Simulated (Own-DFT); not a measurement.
# How strain changes the stress of wurtzite AlN, 128 atoms (Al64N64)

These are calculations, not measurements. They come from Own-DFT, an in-house plane-wave density functional program, since retired, whose code no person has reviewed. Each row is one single-point run on a periodic cell that was not relaxed, without spin or spin-orbit coupling.

Settings of every run: PBE; PseudoDojo norm-conserving scalar-relativistic files; cutoff 42 hartree; 3 x 3 x 3 k mesh centred on Gamma; Gaussian smearing of 0.01 eV.

Known limits: k mesh not checked against a denser one; stress not checked against mesh or cutoff.

Unstrained cell vectors in Å: (12.448, 0.000, 0.000); (-6.224, 10.780, 0.000); (0.000, 0.000, 9.964). The unstrained cell has measured lattice constants (interpolated for alloys), not those of this functional. That, the random moves and any unrelaxed bonds set the pressure at no strain. Each run strains this cell uniformly, with the atoms carried along. Every atom was also moved at random, by a Gaussian of width 0.05 Å on each axis. Strain is the symmetric tensor, in per cent. Stress is positive in tension, and the pressure is minus a third of its trace.

| run | e_xx (%) | e_yy (%) | e_zz (%) | e_yz (%) | e_xz (%) | e_xy (%) | s_xx (GPa) | s_yy (GPa) | s_zz (GPa) | s_yz (GPa) | s_xz (GPa) | s_xy (GPa) | P (GPa) | E (meV/atom) |
|---|---|---|---|---|---|---|---|---|---|---|---|---|---|---|
| 1 | 1.09 | -1.67 | 1.68 | -0.54 | 0.31 | -1.33 | -1.35 | -12.14 | 1.71 | -1.52 | 0.69 | -5.36 | 3.93 | 8.4 |
| 2 | -0.85 | -0.13 | -1.05 | 1.62 | 0.60 | 1.83 | -12.20 | -8.29 | -10.40 | 4.24 | 2.14 | 8.05 | 10.30 | 17.5 |
| 3 | -0.87 | 1.36 | 0.59 | 1.94 | -1.95 | 1.92 | -8.99 | -0.06 | -2.58 | 4.90 | -4.66 | 5.36 | 3.88 | 17.9 |
| 4 | 0.87 | 0.58 | 0.80 | -1.83 | 1.18 | -1.96 | -1.54 | -2.29 | -1.74 | -4.00 | 3.22 | -8.04 | 1.85 | 16.8 |
| 5 | 0.95 | 1.18 | -0.98 | -0.63 | -1.29 | -1.45 | -2.20 | 0.32 | -8.64 | -1.55 | -3.78 | -5.29 | 3.51 | 9.4 |
| 6 | -1.27 | 0.98 | -1.22 | 1.51 | -1.30 | 0.50 | -11.56 | -3.31 | -11.35 | 3.38 | -4.14 | 0.71 | 8.74 | 13.3 |
| 7 | -0.72 | 0.51 | -0.71 | 0.39 | -1.33 | 0.19 | -10.71 | -4.81 | -8.53 | 0.46 | -2.59 | 1.76 | 8.02 | 19.3 |
| 8 | 1.06 | 1.03 | -0.84 | 1.93 | -1.28 | -0.89 | -0.82 | -0.15 | -8.72 | 4.36 | -2.99 | -3.46 | 3.23 | 13.2 |
| 9 | 1.27 | -0.63 | -1.13 | 0.37 | 1.54 | -0.36 | -0.42 | -7.77 | -11.49 | 0.50 | 3.91 | -0.54 | 6.56 | 8.0 |
| 10 | 0.19 | 1.06 | 0.88 | 1.60 | 1.22 | -0.20 | -2.48 | -1.24 | -0.27 | 3.49 | 2.91 | -0.77 | 1.33 | 0.0 |
| 11 | 0.54 | 0.60 | -1.36 | 0.58 | 1.18 | 0.03 | -3.84 | -2.49 | -12.11 | 1.50 | 3.00 | 1.42 | 6.15 | 8.4 |
| 12 | -0.67 | -0.23 | 1.39 | 1.15 | 0.93 | -0.10 | -7.52 | -6.78 | -0.57 | 2.48 | 2.47 | -0.87 | 4.96 | 5.7 |
| 13 | -1.68 | -1.65 | -1.80 | -0.80 | -1.15 | -1.90 | -18.71 | -21.34 | -15.09 | -1.34 | -3.62 | -8.24 | 18.38 | 66.0 |
| 14 | -0.77 | -1.69 | 0.85 | -0.44 | -1.20 | -1.58 | -10.12 | -16.87 | -3.55 | -1.14 | -3.33 | -4.67 | 10.18 | 33.6 |
| 15 | -1.11 | 1.90 | 1.19 | 0.81 | 0.41 | -1.96 | -8.88 | 2.51 | 0.27 | 1.88 | 1.03 | -7.76 | 2.03 | 2.2 |
| 16 | 1.91 | -1.96 | -1.09 | -0.75 | 1.13 | -0.46 | ? | ? | ? | ? | ? | ? | ? | ? |

E is the free energy for each atom above the lowest run shown.

## Worked fit

Each stress component was fitted by least squares to a constant and the strains of the runs shown, as fractions, with shears doubled. Shear strains stay in the fit of a normal stress only where such slopes are resolved. The slopes, in GPa:

```
stress  at no strain  per e_xx  per e_yy  per e_zz  scatter
  s_xx          -6.2  495 ± 24   96 ± 21  101 ± 20     0.90
  s_yy          -6.5  170 ± 27  546 ± 24   66 ± 23     1.03
  s_zz          -5.8   30 ± 15   61 ± 13  453 ± 13     0.57
```

Each shear stress against twice its own strain: yz 110 ± 6, xz 128 ± 6, xy 190 ± 18 GPa. These are stiffnesses along x, y and z of the frame in which the cell vectors are given, which need not be the crystal's axes. The atoms are held to the strained lattice; where symmetry lets them move under strain, relaxing them would lower some slopes. The table should be nearly symmetric about its diagonal, and what it lacks of that shows the noise. A ninth of its sum, 224 ± 6 GPa, estimates the bulk modulus near the mean pressure of these runs, 6.2 GPa, so it lies above the value at zero pressure.

## Withheld run

Question: what normal stresses and pressure should run 16 give?

The fit gives s_xx = 0.3, s_yy = -14.7, s_zz = -11.4 and P = 8.6 GPa. The calculation gave -0.04, -14.67, -11.65 and P = 8.79 GPa.
